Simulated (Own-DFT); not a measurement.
# Response to strain: wurtzite GaN, 96 atoms (Ga48N48)

Calculated results; nothing here was measured. They come from Own-DFT, an in-house plane-wave density functional program, since retired, whose code no person has reviewed. Each row is one single-point run on a periodic cell that was not relaxed, without spin or spin-orbit coupling.

Settings of every run: PBE; PseudoDojo norm-conserving scalar-relativistic files (stringent for Ga); cutoff 96 hartree; 3 x 4 x 3 k mesh centred on Gamma; Gaussian smearing of 0.01 eV.

Known limits: forces on such cells passed a denser k mesh, each cell not checked; stress not checked against mesh or cutoff.

Unstrained cell vectors in Å: (12.756, 0.000, 0.000); (-4.783, 8.285, 0.000); (0.000, 0.000, 10.370). The unstrained cell has measured lattice constants (interpolated for alloys), not those of this functional. That, the random moves and any unrelaxed bonds set the pressure at no strain. Each run strains this cell uniformly, with the atoms carried along. Every atom was also moved at random, by a Gaussian of width 0.05 Å on each axis. Strain is the symmetric tensor, in per cent. Stress is positive in tension, and the pressure is minus a third of its trace.

```
run  e_xx (%)  e_yy (%)  e_zz (%)  e_yz (%)  e_xz (%)  e_xy (%)  s_xx (GPa)  s_yy (GPa)  s_zz (GPa)  s_yz (GPa)  s_xz (GPa)  s_xy (GPa)  P (GPa)  E (meV/atom)
  1     -1.09     -1.63     -0.89      1.82      0.19      0.73      -14.18      -17.43      -13.96        4.74        1.20        2.42    15.19          41.0
  2     -1.25      0.63      0.32     -0.22     -0.66     -0.18       -9.25       -6.95       -6.19       -0.87       -0.82       -0.35     7.47           0.0
  3     -0.58      1.47      1.08     -0.95      0.40     -0.66       -6.62       -0.91       -2.71       -2.00        1.01       -2.89     3.41           1.1
  4      0.99     -0.69      1.63      0.78      1.22     -1.33       -2.26       -8.62       -0.39        2.82        2.77       -4.45     3.76          10.4
  5     -0.49      0.75      0.59      0.47     -0.43     -1.84       -7.91       -5.27       -3.11        0.89       -0.39       -4.79     5.43           8.3
  6     -0.97     -0.07     -0.02      0.92     -0.46      1.39      -11.76       -8.10       -8.27        1.49       -0.74        3.28     9.38          20.1
  7     -1.95     -1.50      1.56      0.18     -1.41     -1.57      -16.31      -14.33       -4.26       -0.12       -3.31       -5.04    11.63          32.4
  8      0.24     -1.97     -0.82     -1.31      0.05     -0.82       -9.47      -15.92      -13.74       -2.90       -0.47       -2.95    13.04          36.1
  9     -1.84     -1.98      0.56     -0.55     -0.08     -0.18      -17.49      -18.89       -7.67       -1.48        0.12       -1.73    14.68          46.5
 10      0.64     -0.77     -1.83     -0.89     -1.69      1.07       -8.88       -9.83      -16.11       -1.80       -4.24        4.82    11.61          36.7
 11      0.82     -0.53      0.04      0.93     -1.19      0.84       -4.13       -8.03       -7.51        2.57       -2.78        1.79     6.56          13.0
 12      0.33     -1.68      0.59     -0.64      1.32     -0.83       -7.37      -13.57       -5.47       -1.39        3.14       -2.74     8.80          13.9
 13     -0.99      1.19     -1.32     -0.75      1.28      0.71      -10.37       -4.10      -14.62       -1.86        2.48        1.89     9.70          23.4
 14      1.50      1.02     -0.33     -0.65      1.38      1.73       -0.70       -0.91       -8.77       -1.91        2.68        4.19     3.46          16.4
 15     -0.92      0.17      0.30      1.03     -1.44      0.87      -12.06       -7.32       -6.85        2.48       -2.73        2.19     8.74          30.3
 16     -0.47     -1.10      0.34      1.73     -1.31      1.77           ?           ?           ?           ?           ?           ?        ?             ?
```

E is the free energy for each atom above the lowest run shown.

## Worked fit

Each stress component was fitted by least squares to a constant and the strains of the runs shown, as fractions, with shears doubled. Shear strains stay in the fit of a normal stress only where such slopes are resolved. The slopes, in GPa:

```
stress  at no strain  per e_xx  per e_yy  per e_zz  scatter
  s_xx          -7.3  403 ± 25  142 ± 22  102 ± 27     0.98
  s_yy          -7.3  143 ± 21  432 ± 18   51 ± 22     0.81
  s_zz          -7.9   62 ± 23   75 ± 20  466 ± 24     0.89
```

Each shear stress against twice its own strain: yz 127 ± 7, xz 114 ± 5, xy 121 ± 10 GPa. These are stiffnesses along x, y and z of the frame in which the cell vectors are given, which need not be the crystal's axes. The atoms are held to the strained lattice; where symmetry lets them move under strain, relaxing them would lower some slopes. The table should be nearly symmetric about its diagonal, and what it lacks of that shows the noise. A ninth of its sum, 208 ± 5 GPa, estimates the bulk modulus near the mean pressure of these runs, 8.9 GPa, so it lies above the value at zero pressure.

## Withheld run

Question: what normal stresses and pressure should run 16 give?

The fit gives s_xx = -10.4, s_yy = -12.5, s_zz = -7.4 and P = 10.1 GPa. The calculation gave -11.95, -11.37, -6.51 and P = 9.94 GPa.
